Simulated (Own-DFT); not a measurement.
Simulation results for GaP (zincblende, atoms displaced)

Computed with Own-DFT development build. A calculation, not a measurement: plane-wave PBE density functional theory by an unreviewed code, no spin, of a simulated periodic cell, stress positive in tension, free energy of the whole cell less one offset for each atom, forces on such cells passed a denser k mesh, this cell's mesh not checked; offsets are fitted by least squares, one for each functional and potential file, so energies compare only between cells with the same atoms and settings and are not formation energies; the far tail of each file's local potential was reset to the Coulomb form; each entry is a single point on an unrelaxed cell, so the pressure reflects the starting lattice, mostly measured values (interpolated for alloys), from which strain is counted, and rises with the displacements; printed positions are rounded, which can move forces by about a meV/angstrom; the program, named Own-DFT, is a retired in-house code; no spin-orbit coupling.

Settings shared by all entries: functional PBE; potential files PseudoDojo norm-conserving, scalar-relativistic, standard set; wave cutoff 42 hartree; occupations Fermi-Dirac; smearing width 0.1 eV; hardware one NVIDIA H200; k mesh 2 x 3 x 3 centred on Gamma.

(1) GaP (zincblende, atoms displaced)

```
CELL_PARAMETERS angstrom
16.35150 0.00000 0.00000
0.00000 10.90100 0.00000
0.00000 0.00000 10.90100
ATOMIC_POSITIONS crystal
Ga 0.00283 0.99122 0.99485
Ga 0.00012 0.23514 0.26929
Ga 0.16909 0.00055 0.25295
Ga 0.16542 0.25411 0.00058
P 0.08470 0.11834 0.12557
P 0.07305 0.36291 0.37022
P 0.24685 0.11715 0.39032
P 0.25996 0.37600 0.12445
Ga 0.00664 0.00514 0.51118
Ga 0.99722 0.23736 0.73380
Ga 0.17127 0.00304 0.75160
Ga 0.17364 0.25966 0.49528
P 0.09673 0.12959 0.62048
P 0.08062 0.36818 0.86630
P 0.24710 0.12403 0.86777
P 0.24519 0.37956 0.63276
Ga 0.99461 0.49977 0.97730
Ga 0.99505 0.74212 0.23885
Ga 0.16720 0.50964 0.25762
Ga 0.16358 0.74686 0.98863
P 0.09298 0.63337 0.12980
P 0.09421 0.89473 0.35623
P 0.25919 0.64841 0.36790
P 0.25381 0.87699 0.12966
Ga 0.00753 0.50010 0.50450
Ga 0.00079 0.75368 0.76063
Ga 0.17265 0.49189 0.74682
Ga 0.16794 0.75501 0.49442
P 0.08096 0.63197 0.61578
P 0.08797 0.85812 0.87437
P 0.25135 0.64312 0.87540
P 0.24576 0.89214 0.63030
Ga 0.33125 0.99080 0.01681
Ga 0.34283 0.24809 0.25655
Ga 0.49454 0.00339 0.24850
Ga 0.49184 0.25762 0.00123
P 0.40947 0.12518 0.12724
P 0.40812 0.37702 0.39047
P 0.58366 0.12226 0.38112
P 0.58659 0.36743 0.13969
Ga 0.32289 0.99775 0.51252
Ga 0.32332 0.24877 0.73909
Ga 0.49795 0.01048 0.74527
Ga 0.49224 0.23431 0.50378
P 0.41670 0.12661 0.61975
P 0.40692 0.36248 0.87331
P 0.56647 0.12039 0.88024
P 0.59174 0.36332 0.63072
Ga 0.32790 0.49784 0.99271
Ga 0.33849 0.75222 0.24057
Ga 0.50571 0.50920 0.26146
Ga 0.49635 0.74793 0.98681
P 0.42708 0.61952 0.12641
P 0.41463 0.87381 0.38272
P 0.57859 0.62781 0.37435
P 0.57201 0.89728 0.13034
Ga 0.33578 0.50871 0.48134
Ga 0.32868 0.75819 0.74571
Ga 0.49663 0.50684 0.75388
Ga 0.49011 0.74899 0.50100
P 0.41479 0.63629 0.63523
P 0.40033 0.88395 0.86981
P 0.58637 0.62547 0.86639
P 0.58627 0.86343 0.63687
Ga 0.66709 0.00372 0.99728
Ga 0.66562 0.25550 0.25133
Ga 0.82202 0.98283 0.27189
Ga 0.83247 0.23725 0.01166
P 0.73984 0.12932 0.12305
P 0.74723 0.38052 0.37487
P 0.92242 0.13838 0.35721
P 0.93018 0.37337 0.11176
Ga 0.66010 0.00380 0.49247
Ga 0.66434 0.24972 0.74399
Ga 0.82862 0.00673 0.74319
Ga 0.83598 0.25310 0.50472
P 0.74719 0.12845 0.61111
P 0.74656 0.37589 0.86309
P 0.93091 0.11721 0.88962
P 0.91862 0.38717 0.63049
Ga 0.66016 0.49448 0.99479
Ga 0.67162 0.75807 0.26314
Ga 0.82862 0.47828 0.24220
Ga 0.83011 0.74476 0.01160
P 0.74715 0.61546 0.12099
P 0.74387 0.87756 0.38372
P 0.91548 0.64038 0.38452
P 0.92119 0.87229 0.12909
Ga 0.65993 0.50183 0.49265
Ga 0.66626 0.73581 0.75978
Ga 0.82966 0.51813 0.74489
Ga 0.82352 0.73984 0.49151
P 0.74067 0.62719 0.62121
P 0.75221 0.88229 0.86321
P 0.91120 0.62958 0.87106
P 0.91228 0.87395 0.62745
```

* free energy of cell above offsets: -37.661 eV
* pressure: 5.01 GPa
* stress xx: -5.07 GPa
* stress yy: -5.03 GPa
* stress zz: -4.92 GPa
* stress yz: 1.05 GPa
* stress xz: 0.95 GPa
* stress xy: -0.31 GPa
* wall time: 969.5 s

Force:
```csv
element,x (eV/Å),y (eV/Å),z (eV/Å)
Ga,1.419,-1.317,1.41
Ga,4.044,3.239,-6.611
Ga,2.503,2.431,-2.468
Ga,0.158,-0.144,0.139
P,0.216,0.527,-0.059
P,2.824,2.49,1.334
P,0.885,1.418,-1.9
P,-1.777,-0.323,1.085
Ga,-0.229,-0.452,-1.222
Ga,0.49,0.388,0.93
Ga,-1.898,0.012,0.84
Ga,-0.912,0.207,-0.094
P,-1.338,-0.113,0.395
P,0.284,0.485,-0.173
P,0.736,0.372,2.024
P,1.985,-0.113,-3.074
Ga,1.338,0.214,0.695
Ga,1.3,0.363,1.298
Ga,0.656,-1.065,-0.201
Ga,1.309,-0.054,2.579
P,-1.581,-0.997,-0.962
P,-4.126,-4.021,3.638
P,-1.462,-1.909,0.965
P,-1.777,-1.055,0.076
Ga,-1.285,-0.082,-0.882
Ga,-1.005,-0.572,-1.746
Ga,-2.286,2.489,1.852
Ga,-0.324,1.104,-0.142
P,1.337,0.081,1.302
P,-0.669,3.108,-0.739
P,0.189,-2.505,-0.674
P,-0.342,-3.425,-0.191
Ga,-0.012,1.537,-1.78
Ga,-1.878,0.06,0.481
Ga,-0.873,0.957,1.755
Ga,0.538,-0.506,0.858
P,1.186,0.145,-0.214
P,3.141,-1.387,-1.74
P,-1.431,1.224,-1.741
P,-2.261,1.714,-1.971
Ga,2.457,0.583,-1.262
Ga,1.072,-0.753,0.454
Ga,-0.529,-1.913,-0.158
Ga,2.057,2.38,-0.896
P,-2.212,-1.224,1.311
P,0.467,1.61,-0.672
P,2.403,1.182,0.23
P,-3.317,2.301,-2.201
Ga,0.988,0.97,0.071
Ga,1.388,0.407,-0.554
Ga,-1.251,-2.242,-1.128
Ga,-0.009,1.18,0.462
P,-1.302,0.093,-0.892
P,-0.77,1.039,-0.672
P,1.17,1.631,1.431
P,2.402,-2.973,-1.749
Ga,-1.682,1.753,2.847
Ga,-0.436,0.399,-0.239
Ga,0.054,-1.563,-0.398
Ga,1.599,0.303,0.625
P,-0.508,-1.398,-0.934
P,2.407,-0.107,0.268
P,-1.843,-1.155,2.214
P,-0.904,1.17,-1.149
Ga,-1.121,-0.437,-0.559
Ga,0.745,-1.334,1.446
Ga,2.784,2.664,-3.121
Ga,0.933,1.213,-1.092
P,1.151,-0.999,1.191
P,0.111,-0.962,0.711
P,-6.48,-5.567,5.642
P,-1.575,-0.788,1.596
Ga,0.17,-1.187,2.245
Ga,0.845,-1.917,1.884
Ga,1.278,0.532,0.058
Ga,0.497,0.694,-0.856
P,0.127,-0.287,0.867
P,0.903,-0.292,1.084
P,-2.926,1.476,-2.413
P,-0.515,-0.697,-0.279
Ga,0.404,-0.414,0.304
Ga,-1.805,-1.027,-2.355
Ga,1.733,1.376,-0.62
Ga,0.34,1.05,-0.761
P,-0.555,0.439,0.839
P,-0.428,-0.923,1.762
P,0.763,-2.468,-1.442
P,-1.864,0.721,-0.417
Ga,-0.021,-0.496,0.741
Ga,1.45,2.455,-1.114
Ga,-0.323,-1.344,-0.094
Ga,0.345,1.194,1.537
P,0.506,-0.423,-0.499
P,-0.782,-1.206,1.729
P,0.108,0.649,0.404
P,0.43,0.105,-0.501
```

(2) GaP (zincblende, atoms displaced)

```
CELL_PARAMETERS angstrom
16.35150 0.00000 0.00000
0.00000 10.90100 0.00000
0.00000 0.00000 10.90100
ATOMIC_POSITIONS crystal
Ga 0.99958 0.98547 0.01399
Ga 0.00601 0.22973 0.24366
Ga 0.15544 0.00788 0.25568
Ga 0.16384 0.27169 0.99794
P 0.09139 0.11162 0.12124
P 0.07397 0.38120 0.37146
P 0.25174 0.12132 0.38607
P 0.26345 0.36590 0.12982
Ga 0.99699 0.00219 0.49510
Ga 0.00372 0.25765 0.73908
Ga 0.16667 0.01731 0.76661
Ga 0.17935 0.24838 0.48230
P 0.07944 0.13169 0.63481
P 0.07882 0.37289 0.87965
P 0.24997 0.11712 0.89040
P 0.23771 0.38506 0.62806
Ga 0.99549 0.51615 0.00653
Ga 0.00136 0.74393 0.23113
Ga 0.16446 0.50181 0.24773
Ga 0.16211 0.72930 0.00022
P 0.08875 0.62415 0.11401
P 0.08665 0.87919 0.36004
P 0.24880 0.63602 0.36118
P 0.25409 0.88265 0.11193
Ga 0.00006 0.49315 0.48681
Ga 0.99992 0.73884 0.75381
Ga 0.16604 0.49604 0.73235
Ga 0.16290 0.73855 0.49828
P 0.07246 0.60616 0.61811
P 0.08959 0.88085 0.87624
P 0.24637 0.63265 0.88002
P 0.25098 0.89168 0.63224
Ga 0.33332 0.00025 0.98562
Ga 0.33006 0.24562 0.24805
Ga 0.51650 0.99884 0.24193
Ga 0.50321 0.25488 0.99639
P 0.42011 0.11646 0.12752
P 0.42614 0.38006 0.37299
P 0.59510 0.11846 0.38152
P 0.57486 0.38058 0.12610
Ga 0.33211 0.99899 0.49220
Ga 0.34587 0.24040 0.73756
Ga 0.49664 0.01042 0.75033
Ga 0.50244 0.22864 0.48785
P 0.42854 0.13243 0.63754
P 0.42119 0.38394 0.86768
P 0.57553 0.13886 0.87200
P 0.59690 0.38089 0.64056
Ga 0.33571 0.50583 0.00780
Ga 0.33045 0.75334 0.25035
Ga 0.50260 0.51597 0.23672
Ga 0.48698 0.74842 0.99063
P 0.41383 0.61925 0.11950
P 0.41815 0.88072 0.39345
P 0.58754 0.63701 0.38872
P 0.58438 0.88128 0.12093
Ga 0.32563 0.51484 0.50229
Ga 0.33672 0.76390 0.73458
Ga 0.50293 0.48409 0.74743
Ga 0.49749 0.74373 0.49085
P 0.40797 0.61943 0.63735
P 0.41142 0.87494 0.87412
P 0.58556 0.62350 0.87507
P 0.58760 0.86647 0.62849
Ga 0.65682 0.99376 0.98491
Ga 0.66262 0.24556 0.24223
Ga 0.84495 0.00291 0.23773
Ga 0.82452 0.25777 0.00821
P 0.74145 0.11930 0.11948
P 0.74364 0.36082 0.38662
P 0.92081 0.13210 0.36991
P 0.91395 0.37441 0.14035
Ga 0.67460 0.99689 0.49655
Ga 0.66783 0.23955 0.75147
Ga 0.84617 0.99785 0.74236
Ga 0.83462 0.24721 0.51094
P 0.74889 0.12436 0.62201
P 0.74493 0.36725 0.87676
P 0.91889 0.13573 0.87411
P 0.92435 0.38464 0.63180
Ga 0.65821 0.48943 0.99471
Ga 0.66569 0.73817 0.23318
Ga 0.83564 0.49158 0.25152
Ga 0.84274 0.74465 0.01363
P 0.75640 0.62270 0.12148
P 0.73930 0.86456 0.36038
P 0.91965 0.62964 0.36153
P 0.92622 0.87271 0.12379
Ga 0.67298 0.51087 0.49062
Ga 0.66776 0.74123 0.75762
Ga 0.83317 0.49026 0.72709
Ga 0.83347 0.74921 0.50892
P 0.74715 0.61215 0.63286
P 0.74942 0.85979 0.86672
P 0.91397 0.61716 0.87861
P 0.91995 0.87667 0.63337
```

* free energy of cell above offsets: -37.102 eV
* pressure: 5.05 GPa
* stress xx: -5.09 GPa
* stress yy: -5.19 GPa
* stress zz: -4.87 GPa
* stress yz: -0.04 GPa
* stress xz: 1.01 GPa
* stress xy: 2.04 GPa
* wall time: 973.3 s

Force:
```csv
element,x (eV/Å),y (eV/Å),z (eV/Å)
Ga,1.695,2.43,-3.293
Ga,0.196,1.697,-0.491
Ga,3.741,-0.469,-0.187
Ga,1.434,-1.714,0.91
P,-1.209,2.355,-1.586
P,2.776,-2.491,-1.737
P,0.578,-0.689,-3.038
P,-2.879,1.968,-1.273
Ga,0.852,-0.352,0.408
Ga,-0.581,-0.22,2.124
Ga,-0.422,-0.723,-1.434
Ga,-3.138,2.281,2.513
P,1.679,-1.115,-2.255
P,-0.416,1.754,-0.78
P,-0.186,3.612,-1.453
P,4.099,-3.492,-2.894
Ga,0.075,-2.421,0.027
Ga,1.259,-0.115,1.622
Ga,0.554,-0.786,0.046
Ga,1.689,4.155,-1.333
P,-1.804,-1.492,2.448
P,-1.867,-2.131,2.282
P,-0.709,-1.316,1.247
P,-1.248,-1.031,1.539
Ga,-2.024,1.318,0.311
Ga,0.469,0.776,0.328
Ga,-2.267,2.4,4.071
Ga,-0.077,1.261,0.4
P,1.204,1.911,0.455
P,-1.141,-1.633,0.333
P,1.448,-1.475,-1.995
P,-1.312,-0.596,-0.852
Ga,1.282,-0.484,2.167
Ga,2.391,-1.237,1.736
Ga,-1.998,1.042,1.983
Ga,-1.921,0.331,0.827
P,-0.043,0.5,-0.51
P,-1.253,-0.233,0.21
P,-1.081,0.098,-1.239
P,1.443,-0.792,0.16
Ga,0.472,0.227,2.366
Ga,-3.074,2.44,2.485
Ga,1.664,-2.785,1.207
Ga,0.406,2.221,0.627
P,-0.883,-1.028,-3.962
P,-1.803,-1.421,1.632
P,1.253,-1.859,-0.099
P,-0.649,-0.454,-2.549
Ga,-1.211,-1.256,-2.234
Ga,1.109,1.647,-1.017
Ga,0.174,-0.329,2.225
Ga,1.808,-0.112,0.52
P,0.481,2.31,1.353
P,0.701,-0.584,-2.95
P,-0.071,-1.119,-2.821
P,-0.126,-2.84,-1.236
Ga,0.325,-1.116,-0.499
Ga,-1.009,-0.354,1.347
Ga,0.641,1.954,-0.4
Ga,-0.726,0.565,2.724
P,1.849,-0.111,-1.204
P,0.918,0.541,-1.271
P,-1.752,-0.05,0.264
P,-0.645,0.821,-0.229
Ga,1.138,0.459,-0.652
Ga,0.103,0.582,0.453
Ga,-1.989,-0.127,0.93
Ga,0.953,-0.583,-0.113
P,0.982,-0.396,-0.238
P,0.908,0.935,-1.327
P,-1.203,-0.691,0.998
P,1.494,-1.142,-1.896
Ga,-0.19,-1.346,0.642
Ga,0.246,0.427,0.093
Ga,-2.266,1.449,1.882
Ga,0.457,0.579,-0.429
P,1.037,-0.974,0.807
P,0.731,0.724,-0.766
P,-0.195,-0.6,0.794
P,-0.22,-1.267,-2.179
Ga,1.089,0.635,0.267
Ga,-0.363,0.467,0.282
Ga,-1.601,0.683,1.435
Ga,-1.063,0.576,-1.558
P,-0.933,-1.457,0.089
P,2.592,0.76,0.75
P,-0.496,-0.251,1.289
P,-2.43,-0.761,0.841
Ga,-0.573,-1.518,0.907
Ga,-0.44,-0.086,-0.962
Ga,-0.837,0.174,3.136
Ga,-0.457,0.069,-0.805
P,0.434,1.843,-1.049
P,1.585,1.751,1.401
P,-0.678,0.501,-1.139
P,1.048,-1.603,-1.957
```

(3) GaP (zincblende, atoms displaced)

```
CELL_PARAMETERS angstrom
16.35150 0.00000 0.00000
0.00000 10.90100 0.00000
0.00000 0.00000 10.90100
ATOMIC_POSITIONS crystal
Ga 0.00927 0.98737 0.00684
Ga 0.00833 0.23679 0.24854
Ga 0.16744 0.99362 0.26140
Ga 0.15872 0.26008 0.99895
P 0.08362 0.12781 0.10539
P 0.09191 0.36441 0.37834
P 0.24814 0.12481 0.37970
P 0.25047 0.39762 0.13193
Ga 0.99725 0.99913 0.49242
Ga 0.99624 0.23698 0.74757
Ga 0.15561 0.99682 0.74357
Ga 0.17679 0.23719 0.47836
P 0.08298 0.13059 0.62668
P 0.09008 0.36950 0.88338
P 0.24692 0.13177 0.88661
P 0.25481 0.36909 0.63134
Ga 0.00934 0.50153 0.00818
Ga 0.99524 0.75945 0.27198
Ga 0.15604 0.49684 0.25275
Ga 0.16596 0.75339 0.99972
P 0.08270 0.61833 0.12590
P 0.08004 0.87640 0.37549
P 0.25525 0.62757 0.36625
P 0.25340 0.86014 0.11238
Ga 0.99189 0.50516 0.49388
Ga 0.99924 0.75305 0.75840
Ga 0.17625 0.50749 0.74628
Ga 0.16986 0.75588 0.50658
P 0.08900 0.62156 0.61607
P 0.09225 0.87926 0.87111
P 0.24335 0.62356 0.87365
P 0.25514 0.87489 0.61625
Ga 0.33125 0.01137 0.00027
Ga 0.33502 0.25533 0.24693
Ga 0.49430 0.00033 0.26417
Ga 0.49654 0.25219 0.01149
P 0.41468 0.12158 0.13678
P 0.41343 0.38875 0.38663
P 0.58368 0.11681 0.39073
P 0.58011 0.36620 0.11978
Ga 0.33439 0.98350 0.49467
Ga 0.33233 0.23062 0.75794
Ga 0.48779 0.98246 0.74926
Ga 0.49931 0.24737 0.49456
P 0.41846 0.12264 0.63478
P 0.41616 0.36693 0.88133
P 0.58226 0.10581 0.87593
P 0.58195 0.36698 0.62423
Ga 0.33564 0.49281 0.99520
Ga 0.32688 0.74147 0.24595
Ga 0.50010 0.49392 0.24765
Ga 0.50322 0.74765 0.99637
P 0.41907 0.62469 0.12151
P 0.41394 0.87000 0.38020
P 0.58133 0.62083 0.37863
P 0.58708 0.89045 0.11979
Ga 0.32935 0.48583 0.50320
Ga 0.33703 0.75369 0.74906
Ga 0.50238 0.50660 0.75440
Ga 0.50518 0.75303 0.50007
P 0.42010 0.62065 0.62000
P 0.41920 0.87356 0.86709
P 0.57600 0.61604 0.87801
P 0.58198 0.88610 0.63175
Ga 0.66926 0.00179 0.99432
Ga 0.66509 0.25724 0.25190
Ga 0.84003 0.99563 0.25966
Ga 0.85136 0.25945 0.99712
P 0.75053 0.11091 0.12401
P 0.73578 0.37722 0.37051
P 0.91392 0.12536 0.37013
P 0.91510 0.39366 0.12355
Ga 0.67183 0.99926 0.49816
Ga 0.66468 0.25478 0.74337
Ga 0.83040 0.01095 0.74204
Ga 0.82493 0.26247 0.50050
P 0.75251 0.12358 0.63690
P 0.74977 0.36529 0.87500
P 0.92587 0.12929 0.87455
P 0.92514 0.37779 0.62134
Ga 0.66489 0.49707 0.99813
Ga 0.66520 0.74836 0.24684
Ga 0.82654 0.48811 0.23937
Ga 0.83403 0.74742 0.99910
P 0.74186 0.62611 0.11563
P 0.74511 0.84552 0.37374
P 0.91803 0.60984 0.37505
P 0.91411 0.88119 0.12347
Ga 0.66545 0.50027 0.48151
Ga 0.67324 0.74622 0.76998
Ga 0.84013 0.50882 0.75041
Ga 0.82373 0.75859 0.48792
P 0.75003 0.61432 0.62662
P 0.75403 0.87992 0.86736
P 0.92110 0.61954 0.87236
P 0.91630 0.87215 0.62787
```

- free energy of cell above offsets: -40.211 eV
- pressure: 4.75 GPa
- stress xx: -4.85 GPa
- stress yy: -4.53 GPa
- stress zz: -4.87 GPa
- stress yz: 0.27 GPa
- stress xz: -0.37 GPa
- stress xy: 0.38 GPa
- wall time: 954.3 s

Force:
```csv
element,x (eV/Å),y (eV/Å),z (eV/Å)
Ga,-0.965,0.385,-1.088
Ga,-0.645,1.016,-0.2
Ga,0.236,0.329,-1.98
Ga,3.39,-0.698,1.936
P,0.52,-0.917,2.522
P,-2.013,0.45,-0.067
P,3.728,-3.238,-2.993
P,-0.289,-2.165,-0.316
Ga,-0.151,0.511,1.348
Ga,1.43,2.166,-0.419
Ga,2.586,1.236,-0.844
Ga,-2.621,2.968,4.603
P,0.301,-0.455,-1.773
P,-2.53,2.459,-3.34
P,-1.085,-0.833,-0.719
P,-0.764,-0.993,-0.182
Ga,-0.961,-0.724,-1.643
Ga,-0.611,-1.52,-2.287
Ga,1.502,0.75,0.294
Ga,-0.522,-1.449,-0.182
P,0.148,2.78,1.03
P,1.19,0.113,1.04
P,-2.25,-1.531,2.103
P,0.073,2.115,1.338
Ga,3.076,-1.378,1.317
Ga,0.802,-0.339,-0.933
Ga,-1.52,-1.516,-0.633
Ga,-0.003,-0.864,-1.284
P,-1.084,0.223,0.688
P,-1.866,-1.588,1.04
P,2.177,1.105,0.701
P,-1.183,0.129,2.044
Ga,0.462,-1.215,0.056
Ga,-0.694,0.771,0.6
Ga,0.964,-0.288,-0.477
Ga,-0.135,-1.951,-1.333
P,0.182,0.266,-0.49
P,1.543,-2.451,-2.043
P,0.022,0.862,-1.885
P,0.996,1.213,1.204
Ga,0.182,2.628,0.697
Ga,0.318,1.321,-0.192
Ga,2.464,2.51,-1.123
Ga,-0.62,0.269,1.076
P,-0.559,-0.339,-1.629
P,0.27,0.105,-1.136
P,-1.056,2.023,-0.765
P,-0.243,1.468,-0.655
Ga,-0.302,1.165,0.079
Ga,2.017,0.809,-0.844
Ga,-0.194,0.461,0.018
Ga,-0.292,0.955,0.878
P,-0.179,-0.038,0.08
P,0.6,-1.245,-1.485
P,-0.415,0.887,-1.524
P,-1.116,-1.542,1.063
Ga,-0.58,2.371,0.778
Ga,-0.602,-1.228,-0.328
Ga,-1.26,-1.912,-1.38
Ga,-0.159,0.068,0.797
P,-0.556,0.295,0.283
P,-2.045,-1.245,3.168
P,2.239,1.161,0.562
P,1.187,-1.62,-0.506
Ga,0.575,-0.245,-0.079
Ga,-0.913,-2.728,-1.321
Ga,-2.078,-0.417,-0.857
Ga,-1.858,-0.81,0.172
P,1.046,1.803,0.845
P,3.086,-0.426,-0.259
P,0.297,1.109,1.114
P,1.74,-1.937,0.142
Ga,0.261,-0.806,1.001
Ga,-0.276,-1.207,1.285
Ga,2.545,-1.579,1.709
Ga,0.747,-0.528,0.26
P,-1.537,1.728,-2.87
P,0.734,0.93,0.039
P,-1.4,-2.23,0.974
P,-1.459,-0.577,0.569
Ga,-0.181,-0.81,-0.543
Ga,-1.836,-0.634,-1.225
Ga,-0.898,1.543,0.972
Ga,0.057,0.145,-0.461
P,1.039,-0.103,0.648
P,-1.052,4.802,-1.652
P,-2.613,2.229,-1.717
P,0.715,-1.316,0.359
Ga,-0.749,0.55,3.304
Ga,-1.304,-0.634,-1.787
Ga,-0.904,-1.667,-0.491
Ga,3.436,-3.315,3.876
P,-0.344,0.997,-0.534
P,0.583,-0.047,1.229
P,0.47,0.673,1.476
P,-0.464,0.445,-0.842
```
